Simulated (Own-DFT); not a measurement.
# Computed records: GaN (wurtzite, strained, atoms displaced), GaP (zincblende, strained, atoms displaced), SiC (4H silicon carbide, strained, atoms displaced)

A calculation, not a measurement: plane-wave PBE density functional theory by an unreviewed code, no spin, of a simulated periodic cell, stress positive in tension, free energy of the whole cell less one offset for each atom, forces on such cells passed a denser k mesh, this cell's mesh not checked; offsets are fitted by least squares, one for each functional and potential file, so energies compare only between cells with the same atoms and settings and are not formation energies; the far tail of each file's local potential was reset to the Coulomb form; each entry is a single point on an unrelaxed cell, so the pressure reflects the starting lattice, mostly measured values (interpolated for alloys), from which strain is counted, and rises with the displacements; printed positions are rounded, which can move forces by about a meV/angstrom; the program, named Own-DFT, is a retired in-house code; no spin-orbit coupling. Program: Own-DFT development build.

Common to all runs: functional PBE.

```json
{"entry": 1, "formula": "GaN", "kind": "wurtzite, strained, atoms displaced", "structure": {"cell_angstrom": [[12.756, 0.0, 0.0], [-4.7835, 8.2853, 0.0], [0.0, 0.0, 10.6292]], "atoms_fractional": [["Ga", 0.08202, 0.21944, 0.00394], ["Ga", 0.16771, 0.10009, 0.25629], ["N", 0.08633, 0.22768, 0.1841], ["N", 0.16324, 0.10866, 0.44269], ["Ga", 0.07526, 0.21293, 0.5008], ["Ga", 0.16661, 0.11105, 0.76243], ["N", 0.09094, 0.22503, 0.68359], ["N", 0.1723, 0.10915, 0.93344], ["Ga", 0.08958, 0.56384, 0.00283], ["Ga", 0.16501, 0.44224, 0.24283], ["N", 0.09175, 0.56235, 0.19268], ["N", 0.16364, 0.44284, 0.44138], ["Ga", 0.08521, 0.55766, 0.49677], ["Ga", 0.16827, 0.45537, 0.74607], ["N", 0.08272, 0.55035, 0.68386], ["N", 0.17431, 0.44942, 0.93923], ["Ga", 0.08531, 0.8855, 0.99894], ["Ga", 0.17465, 0.78206, 0.24699], ["N", 0.08258, 0.89356, 0.19427], ["N", 0.16942, 0.77797, 0.44335], ["Ga", 0.08473, 0.8851, 0.50514], ["Ga", 0.17249, 0.78801, 0.74693], ["N", 0.08091, 0.8946, 0.6922], ["N", 0.16906, 0.77644, 0.93644], ["Ga", 0.34278, 0.22478, 0.00112], ["Ga", 0.40822, 0.11097, 0.24456], ["N", 0.33744, 0.2222, 0.19401], ["N", 0.41863, 0.10797, 0.43581], ["Ga", 0.32635, 0.21699, 0.5019], ["Ga", 0.42305, 0.12126, 0.73884], ["N", 0.3395, 0.22542, 0.69274], ["N", 0.41486, 0.11528, 0.94141], ["Ga", 0.33416, 0.55994, 0.99692], ["Ga", 0.42267, 0.45193, 0.25493], ["N", 0.32881, 0.55398, 0.19276], ["N", 0.41841, 0.44317, 0.43862], ["Ga", 0.33594, 0.54458, 0.50486], ["Ga", 0.41575, 0.45338, 0.7418], ["N", 0.33601, 0.565, 0.68678], ["N", 0.41058, 0.43857, 0.93109], ["Ga", 0.34086, 0.89095, 0.00202], ["Ga", 0.40877, 0.77703, 0.24342], ["N", 0.3287, 0.88662, 0.19208], ["N", 0.41417, 0.77103, 0.44273], ["Ga", 0.32979, 0.88895, 0.50334], ["Ga", 0.41433, 0.78647, 0.74664], ["N", 0.33807, 0.88964, 0.68422], ["N", 0.42054, 0.77213, 0.93579], ["Ga", 0.58216, 0.21944, 0.00036], ["Ga", 0.66669, 0.10265, 0.25337], ["N", 0.59369, 0.22781, 0.1818], ["N", 0.66901, 0.10822, 0.44239], ["Ga", 0.58915, 0.22748, 0.49642], ["Ga", 0.66156, 0.10412, 0.74563], ["N", 0.58313, 0.22126, 0.69371], ["N", 0.66746, 0.11495, 0.93893], ["Ga", 0.57234, 0.55232, 0.99487], ["Ga", 0.67395, 0.46009, 0.25275], ["N", 0.57942, 0.55339, 0.18685], ["N", 0.66878, 0.44119, 0.44094], ["Ga", 0.58691, 0.55026, 0.5059], ["Ga", 0.66807, 0.4434, 0.74773], ["N", 0.58951, 0.55786, 0.68424], ["N", 0.66569, 0.44287, 0.9408], ["Ga", 0.57848, 0.88819, 0.99481], ["Ga", 0.66386, 0.7772, 0.25785], ["N", 0.58088, 0.88995, 0.18979], ["N", 0.66955, 0.77639, 0.43508], ["Ga", 0.58559, 0.89379, 0.50403], ["Ga", 0.66013, 0.7707, 0.75186], ["N", 0.58747, 0.89081, 0.69455], ["N", 0.66562, 0.76883, 0.93514], ["Ga", 0.82131, 0.21823, 0.99189], ["Ga", 0.91368, 0.111, 0.25545], ["N", 0.83424, 0.21817, 0.18193], ["N", 0.91402, 0.11741, 0.43639], ["Ga", 0.83634, 0.21964, 0.50565], ["Ga", 0.91161, 0.1137, 0.75652], ["N", 0.83316, 0.21994, 0.69488], ["N", 0.90762, 0.09968, 0.94217], ["Ga", 0.82964, 0.54911, 0.99848], ["Ga", 0.91308, 0.43909, 0.24055], ["N", 0.82802, 0.54896, 0.18285], ["N", 0.91876, 0.43994, 0.42569], ["Ga", 0.8346, 0.54911, 0.49597], ["Ga", 0.92441, 0.44109, 0.75517], ["N", 0.8298, 0.54667, 0.68609], ["N", 0.91566, 0.44142, 0.93957], ["Ga", 0.83366, 0.89219, 0.99721], ["Ga", 0.91545, 0.77981, 0.24847], ["N", 0.83418, 0.89321, 0.19268], ["N", 0.91958, 0.78842, 0.43103], ["Ga", 0.84061, 0.88947, 0.50832], ["Ga", 0.9157, 0.77506, 0.7492], ["N", 0.83313, 0.88533, 0.69824], ["N", 0.91594, 0.78159, 0.93066]]}, "settings": {"potential_files": "PseudoDojo norm-conserving, scalar-relativistic, standard set with the stringent files for Ga", "wave_cutoff [hartree]": 96.0, "occupations": "Gaussian", "smearing_width [eV]": 0.01, "k_mesh": "3 x 4 x 3 centred on Gamma"}, "results": {"free_energy_of_cell_above_offsets [eV]": "-5.293", "pressure [GPa]": 2.45, "stress_xx [GPa]": -5.37, "stress_yy [GPa]": -5.01, "stress_zz [GPa]": 3.05, "stress_yz [GPa]": 0.17, "stress_xz [GPa]": -0.35, "stress_xy [GPa]": 0.37, "force_element": ["Ga", "Ga", "N", "N", "Ga", "Ga", "N", "N", "Ga", "Ga", "N", "N", "Ga", "Ga", "N", "N", "Ga", "Ga", "N", "N", "Ga", "Ga", "N", "N", "Ga", "Ga", "N", "N", "Ga", "Ga", "N", "N", "Ga", "Ga", "N", "N", "Ga", "Ga", "N", "N", "Ga", "Ga", "N", "N", "Ga", "Ga", "N", "N", "Ga", "Ga", "N", "N", "Ga", "Ga", "N", "N", "Ga", "Ga", "N", "N", "Ga", "Ga", "N", "N", "Ga", "Ga", "N", "N", "Ga", "Ga", "N", "N", "Ga", "Ga", "N", "N", "Ga", "Ga", "N", "N", "Ga", "Ga", "N", "N", "Ga", "Ga", "N", "N", "Ga", "Ga", "N", "N", "Ga", "Ga", "N", "N"], "force_x [eV/angstrom]": [0.168, -0.97, 0.168, 0.218, 0.56, -0.012, -1.155, -0.59, -0.043, 0.261, -1.618, 1.005, -0.01, 1.282, -0.718, -1.68, -0.81, -2.7, 0.955, -0.812, -0.621, -0.645, 1.233, 0.451, -2.334, 3.7, -2.218, -0.615, 1.212, -0.618, -1.537, 2.021, 0.761, -1.13, 1.288, 0.733, -1.824, 0.925, -0.022, -0.02, -0.948, 1.779, 1.226, 0.043, 1.793, 2.016, -1.713, -1.633, -0.13, -0.5, -1.17, -0.084, -0.512, 0.466, 1.028, -1.729, 1.596, -0.923, 0.598, -0.178, -0.647, 0.011, -1.007, -0.72, 2.174, 0.159, -0.116, -0.072, -0.147, 1.234, -0.937, -0.967, 2.826, 0.679, -0.542, 0.999, -0.989, 2.149, -0.675, 0.34, -0.3, 0.597, 1.155, -0.54, 0.564, -1.582, 1.219, 0.674, -0.056, -0.016, -0.346, 0.925, -1.47, -0.012, -0.69, 0.862], "force_y [eV/angstrom]": [0.048, 2.393, -1.558, -0.386, 1.511, 0.769, -0.028, 0.15, -1.398, -0.203, -0.228, -0.51, -0.839, -1.634, 1.689, -0.751, 0.427, -1.062, -1.694, 0.201, 0.23, -0.888, -0.647, 0.713, 0.273, 0.007, 1.163, 0.47, 0.357, -1.194, 0.218, -1.55, -1.294, -0.734, 0.348, -0.593, 1.202, -0.835, -0.159, 0.674, 0.066, -0.309, 1.412, 0.583, -0.095, -1.001, 1.246, 1.08, 0.785, 1.464, -0.455, 0.764, -1.597, 1.423, 0.389, -1.907, -0.159, -2.201, 0.811, 0.874, 0.833, 0.047, -0.612, -0.022, 0.442, 0.165, -0.993, 0.008, -1.647, 0.595, -0.893, 0.942, 0.635, 0.417, 0.043, -1.492, 0.97, -0.883, 0.325, 2.765, 1.049, 0.2, 1.622, 0.278, 0.823, 0.477, 0.659, 0.525, -2.013, -0.281, -0.713, -1.419, 0.108, -0.633, 0.594, -0.752], "force_z [eV/angstrom]": [-0.762, -0.085, 0.89, -0.549, 0.09, -2.338, 1.246, 2.664, 0.13, 1.881, -1.157, -0.604, -0.21, 0.651, 0.052, -0.705, 0.155, 1.545, -1.485, -0.873, -0.282, 0.314, -0.613, -0.207, 0.577, 1.386, -1.229, 0.243, 0.114, 1.689, -1.068, -1.141, 1.125, -0.081, -1.236, 0.421, -1.079, 0.9, 0.247, 0.155, -0.383, 2.029, -1.77, -0.397, -1.033, 0.494, 0.513, -0.549, 0.278, -0.385, 1.488, -0.18, 0.336, 1.202, -1.547, -1.573, 0.676, -0.471, -0.198, -0.836, -1.16, 1.27, 0.605, -0.984, 1.084, -1.384, -0.779, 1.829, -0.413, 0.241, -1.005, 0.394, 1.805, -1.105, 0.115, 0.547, -0.113, -0.004, -0.95, -0.886, -0.318, 0.351, 0.217, 1.227, 0.309, -0.254, -0.289, -0.028, 1.168, -0.209, -0.89, 1.13, -0.279, 0.196, -1.352, 1.449]}}
{"entry": 2, "formula": "GaP", "kind": "zincblende, strained, atoms displaced", "structure": {"cell_angstrom": [[10.862, 0.0, 0.0], [0.0, 10.862, 0.0], [0.0, 0.0, 10.9361]], "atoms_fractional": [["Ga", 0.00067, 0.99857, 0.01083], ["Ga", 0.99674, 0.25051, 0.25755], ["Ga", 0.2443, 0.99823, 0.25706], ["Ga", 0.24646, 0.25505, 0.99656], ["P", 0.12639, 0.12176, 0.12902], ["P", 0.12987, 0.36913, 0.3691], ["P", 0.37984, 0.12505, 0.37402], ["P", 0.3697, 0.37639, 0.12109], ["Ga", 0.0014, 0.99541, 0.49028], ["Ga", 0.9983, 0.25601, 0.74777], ["Ga", 0.24334, 0.0011, 0.75591], ["Ga", 0.25357, 0.24298, 0.4978], ["P", 0.12049, 0.12324, 0.62441], ["P", 0.12451, 0.37079, 0.87225], ["P", 0.36897, 0.12984, 0.86869], ["P", 0.37623, 0.38322, 0.61631], ["Ga", 0.00118, 0.5055, 0.99722], ["Ga", 0.00115, 0.7537, 0.25215], ["Ga", 0.24884, 0.49898, 0.24455], ["Ga", 0.25723, 0.74556, 0.00151], ["P", 0.12797, 0.61915, 0.12055], ["P", 0.12772, 0.88545, 0.3796], ["P", 0.38004, 0.63097, 0.36919], ["P", 0.37295, 0.87994, 0.12345], ["Ga", 0.99862, 0.4983, 0.49295], ["Ga", 0.00483, 0.75064, 0.7534], ["Ga", 0.24953, 0.49545, 0.74425], ["Ga", 0.25156, 0.75774, 0.49849], ["P", 0.12952, 0.61978, 0.63174], ["P", 0.12736, 0.88273, 0.87849], ["P", 0.37449, 0.62487, 0.87637], ["P", 0.37382, 0.86537, 0.62983], ["Ga", 0.49662, 0.99724, 0.99946], ["Ga", 0.49806, 0.24641, 0.25001], ["Ga", 0.75154, 0.99925, 0.25111], ["Ga", 0.74381, 0.25283, 0.99349], ["P", 0.62517, 0.12676, 0.12485], ["P", 0.61907, 0.37933, 0.37619], ["P", 0.8783, 0.13081, 0.3769], ["P", 0.86673, 0.37848, 0.12012], ["Ga", 0.50048, 0.9925, 0.49295], ["Ga", 0.50124, 0.25037, 0.74298], ["Ga", 0.7599, 0.99188, 0.74513], ["Ga", 0.74814, 0.25344, 0.50438], ["P", 0.63028, 0.1189, 0.62701], ["P", 0.63261, 0.37186, 0.87877], ["P", 0.87467, 0.12238, 0.87686], ["P", 0.87384, 0.37863, 0.63104], ["Ga", 0.50324, 0.50122, 0.99698], ["Ga", 0.49601, 0.75307, 0.2479], ["Ga", 0.7518, 0.49563, 0.26127], ["Ga", 0.74964, 0.7506, 0.99616], ["P", 0.6283, 0.6279, 0.11856], ["P", 0.62586, 0.86889, 0.37554], ["P", 0.87692, 0.62803, 0.37572], ["P", 0.87579, 0.87428, 0.11755], ["Ga", 0.49779, 0.50305, 0.49947], ["Ga", 0.49897, 0.74691, 0.74863], ["Ga", 0.75524, 0.49583, 0.75195], ["Ga", 0.75707, 0.75624, 0.50214], ["P", 0.61938, 0.62795, 0.63502], ["P", 0.62999, 0.87784, 0.87165], ["P", 0.87179, 0.62684, 0.86947], ["P", 0.87325, 0.87073, 0.63537]]}, "settings": {"potential_files": "PseudoDojo norm-conserving, scalar-relativistic, standard set", "wave_cutoff [hartree]": 42.0, "occupations": "Fermi-Dirac", "smearing_width [eV]": 0.1, "hardware": "one NVIDIA H100", "k_mesh": "3 x 3 x 3 centred on Gamma"}, "results": {"free_energy_of_cell_above_offsets [eV]": "-33.279", "pressure [GPa]": 3.6, "stress_xx [GPa]": -3.85, "stress_yy [GPa]": -3.75, "stress_zz [GPa]": -3.19, "stress_yz [GPa]": 0.15, "stress_xz [GPa]": 0.46, "stress_xy [GPa]": 0.24, "force_element": ["Ga", "Ga", "Ga", "Ga", "P", "P", "P", "P", "Ga", "Ga", "Ga", "Ga", "P", "P", "P", "P", "Ga", "Ga", "Ga", "Ga", "P", "P", "P", "P", "Ga", "Ga", "Ga", "Ga", "P", "P", "P", "P", "Ga", "Ga", "Ga", "Ga", "P", "P", "P", "P", "Ga", "Ga", "Ga", "Ga", "P", "P", "P", "P", "Ga", "Ga", "Ga", "Ga", "P", "P", "P", "P", "Ga", "Ga", "Ga", "Ga", "P", "P", "P", "P"], "force_x [eV/angstrom]": [0.246, 0.173, 1.196, 0.113, -0.16, -0.107, -0.412, 0.989, -1.222, -0.076, 0.637, -0.289, 0.158, -0.258, 0.74, -0.267, -0.615, 0.351, 0.403, -0.684, -0.365, -0.171, -1.199, -0.287, 0.7, 0.333, 0.495, -0.118, -0.822, -0.453, 0.177, -0.065, 0.418, 0.135, -0.006, 1.147, -0.096, 0.223, -1.02, 0.936, -0.033, 0.101, -1.099, -0.111, -0.457, -1.743, 0.343, 0.316, -0.074, 0.833, -0.265, -0.016, -0.23, 0.41, -0.052, -0.392, 0.509, -0.065, -1.083, -0.854, 1.398, -0.824, 0.688, 1.823], "force_y [eV/angstrom]": [0.699, 0.328, 0.894, -0.862, 0.866, 0.618, -0.67, -0.243, 1.042, -1.099, 0.143, 0.372, 0.07, 0.943, -0.107, -1.362, -0.615, -0.13, 0.182, 0.594, 1.188, -2.174, -0.615, -0.349, -0.126, -0.167, -0.06, -1.24, 0.923, -1.306, -0.573, 1.705, 0.816, 0.722, 0.169, -1.319, -0.354, -0.73, -0.787, -0.286, 0.24, 0.189, 1.583, -0.109, -0.024, 0.921, 0.216, -0.205, -0.177, -0.016, 0.677, -0.027, -0.32, 0.318, 0.084, -0.413, 1.005, 0.521, 0.709, -0.897, -0.976, -0.205, 0.102, -0.299], "force_z [eV/angstrom]": [-1.058, -1.736, -1.052, 0.416, 0.059, 0.746, 0.117, 0.119, 1.902, 0.338, -1.086, 0.45, -0.246, 0.012, 0.525, 0.542, -0.32, -0.616, 0.589, -0.094, 0.58, -0.567, 0.446, 0.622, 0.754, 0.194, 1.055, 0.219, -1.543, 0.671, -0.615, -0.253, -0.587, -0.597, -0.136, 1.136, -0.094, 0.227, 0.336, 0.578, 1.147, 0.248, 1.295, -0.044, -0.538, -1.512, -0.089, -1.448, 0.206, -0.902, -1.26, -0.206, 1.192, -0.438, 0.089, 1.318, -0.092, 1.209, 0.115, 0.442, -1.452, 0.105, 0.581, -1.998], "wall_time [s]": 527.0}}
{"entry": 3, "formula": "SiC", "kind": "4H silicon carbide, strained, atoms displaced", "structure": {"cell_angstrom": [[9.323, -0.1265, 0.0061], [-4.771, 7.9403, 0.0462], [0.0066, 0.0619, 10.051]], "atoms_fractional": [["Si", 0.99252, 0.99642, 0.40212], ["Si", 0.10051, 0.22017, 0.16181], ["C", 0.00469, 0.00731, 0.09727], ["C", 0.11701, 0.2324, 0.3464], ["Si", 0.00498, 0.34485, 0.4006], ["Si", 0.11638, 0.55778, 0.15525], ["C", 0.99806, 0.32251, 0.09197], ["C", 0.11462, 0.56453, 0.34457], ["Si", 0.99884, 0.6632, 0.4141], ["Si", 0.11517, 0.8884, 0.1604], ["C", 0.00351, 0.66777, 0.09895], ["C", 0.1029, 0.88832, 0.33587], ["Si", 0.34685, 0.01671, 0.40208], ["Si", 0.46054, 0.24232, 0.1561], ["C", 0.32043, 0.99348, 0.09377], ["C", 0.44495, 0.22045, 0.34211], ["Si", 0.33153, 0.32103, 0.39878], ["Si", 0.44969, 0.56275, 0.15947], ["C", 0.33956, 0.33242, 0.08685], ["C", 0.44555, 0.54762, 0.34685], ["Si", 0.347, 0.67377, 0.40031], ["Si", 0.44764, 0.89955, 0.15522], ["C", 0.33978, 0.66838, 0.09409], ["C", 0.44021, 0.88583, 0.3457], ["Si", 0.67551, 0.01094, 0.40026], ["Si", 0.7834, 0.21886, 0.16589], ["C", 0.66139, 0.99533, 0.09805], ["C", 0.77845, 0.21786, 0.33438], ["Si", 0.66398, 0.33322, 0.40855], ["Si", 0.78236, 0.56189, 0.15817], ["C", 0.66608, 0.34196, 0.09792], ["C", 0.78571, 0.55418, 0.35214], ["Si", 0.66453, 0.66442, 0.40483], ["Si", 0.77457, 0.90239, 0.15261], ["C", 0.6811, 0.67705, 0.10199], ["C", 0.77479, 0.87589, 0.34844], ["Si", 0.00727, 0.00954, 0.91609], ["Si", 0.88641, 0.76465, 0.65012], ["C", 0.99908, 0.99127, 0.59638], ["C", 0.89389, 0.78209, 0.84403], ["Si", 0.00425, 0.66785, 0.90344], ["Si", 0.8915, 0.44186, 0.65007], ["C", 0.00036, 0.67175, 0.5968], ["C", 0.88884, 0.44623, 0.84426], ["Si", 0.00045, 0.3193, 0.90506], ["Si", 0.8881, 0.1137, 0.65906], ["C", 0.99021, 0.33671, 0.58789], ["C", 0.8821, 0.09984, 0.83876], ["Si", 0.6677, 0.00211, 0.89992], ["Si", 0.55214, 0.78096, 0.65948], ["C", 0.66565, 0.99688, 0.59792], ["C", 0.5539, 0.78582, 0.84052], ["Si", 0.65526, 0.66236, 0.89526], ["Si", 0.55236, 0.45353, 0.65083], ["C", 0.66384, 0.67029, 0.60018], ["C", 0.55395, 0.44518, 0.84138], ["Si", 0.65879, 0.33271, 0.90524], ["Si", 0.55111, 0.10308, 0.66271], ["C", 0.67112, 0.3306, 0.59365], ["C", 0.56893, 0.11056, 0.84124], ["Si", 0.33292, 0.9962, 0.89638], ["Si", 0.22408, 0.76826, 0.65943], ["C", 0.33579, 0.00735, 0.59275], ["C", 0.21722, 0.76963, 0.83876], ["Si", 0.33025, 0.66405, 0.90766], ["Si", 0.22762, 0.44905, 0.65115], ["C", 0.3279, 0.6625, 0.59474], ["C", 0.22337, 0.44383, 0.84177], ["Si", 0.33481, 0.32787, 0.89919], ["Si", 0.22045, 0.11168, 0.65562], ["C", 0.33916, 0.34089, 0.59479], ["C", 0.22297, 0.11247, 0.84603]]}, "settings": {"potential_files": "PseudoDojo norm-conserving, scalar-relativistic, standard set", "wave_cutoff [hartree]": 42.0, "occupations": "Fermi-Dirac", "smearing_width [eV]": 0.1, "hardware": "one NVIDIA H100", "k_mesh": "4 x 4 x 3 centred on Gamma"}, "results": {"pressure [GPa]": null}}
```

Q: What pressure does the calculation give for SiC (4H silicon carbide, strained, atoms displaced) (entry 3)?
A: 7.95 GPa

Q: Give the table of force values for SiC (4H silicon carbide, strained, atoms displaced) (entry 3).
A: 
Force:
```tsv
element	x (eV/Å)	y (eV/Å)	z (eV/Å)
Si	1.503	0.477	1.275
Si	3.307	0.916	-0.796
C	-0.542	-0.963	0.387
C	-1.503	-1.571	-0.262
Si	0.355	-1.168	0.86
Si	-0.735	-0.187	-0.007
C	-0.833	1.657	0.282
C	0.836	-0.004	-0.314
Si	0.696	1.908	-1.324
Si	-2.138	-0.357	-1.182
C	0.536	-0.401	-1.452
C	1.249	0.669	3.268
Si	-1.319	-5.265	1.381
Si	-2.77	-3.427	-0.444
C	3.372	2.457	-1.319
C	0.374	2.832	-0.936
Si	-0.417	1.778	2.011
Si	1.145	-1.106	-1.235
C	-1.507	1.063	1.397
C	-0.808	0.82	-0.576
Si	-1.284	-2.401	1.579
Si	-1.578	-1.734	0.258
C	-0.618	0.391	0.101
C	0.84	3.06	-0.876
Si	-0.033	-3.744	2.233
Si	-1.728	0.799	-5.073
C	-0.441	2.238	-1.946
C	-0.282	2.479	3.83
Si	1.095	-0.26	0.203
Si	0.472	0.397	0.523
C	3.082	-0.421	-1.315
C	-2.004	-0.052	-1.083
Si	1.027	-1.534	1.418
Si	3.125	-2.54	1.32
C	-2.048	-0.442	-1.784
C	-2.004	3.508	-1.736
Si	-0.458	-2.16	-1.872
Si	-1.365	2.494	2.511
C	-1.061	1.509	-1.247
C	-0.415	-0.62	0.096
Si	-1.974	-0.509	1.184
Si	-1.662	0.962	2.102
C	1.993	-1.58	-0.676
C	0.623	-1.345	-0.138
Si	-1.737	1.773	-0.397
Si	0.844	-1.053	-1.872
C	3.092	-0.831	-0.005
C	1.339	1.328	1.676
Si	0.6	-0.592	2.047
Si	0.536	-0.8	-1.087
C	-0.534	1.272	-1.561
C	0.099	-1.832	1.052
Si	2.11	2.127	2.289
Si	2.418	-1.849	1.098
C	-0.048	0.518	-1.734
C	0.25	-0.827	-0.884
Si	1.79	0.942	0.245
Si	0.587	1.349	-2.392
C	-1.617	-0.008	0.031
C	-3.198	0.422	1.387
Si	-0.09	0.175	1.832
Si	-1.695	1.736	-1.779
C	0.274	-1.208	0.32
C	1.352	1.023	1.229
Si	0.223	0.174	-0.176
Si	-1.052	-1.967	0.659
C	1.146	1.644	-1.402
C	0.393	-0.767	-0.106
Si	-0.911	1.562	1.454
Si	0.172	-0.193	0.089
C	-1.267	-1.703	-1.476
C	0.821	-1.038	-1.162
```

Further results for SiC (4H silicon carbide, strained, atoms displaced) (entry 3):

- free energy of cell above offsets: -4.608 eV
- stress xx: -2.97 GPa
- stress yy: -14.16 GPa
- stress zz: -6.71 GPa
- stress yz: 2.93 GPa
- stress xz: 0.45 GPa
- stress xy: -6.08 GPa
- wall time: 346.3 s
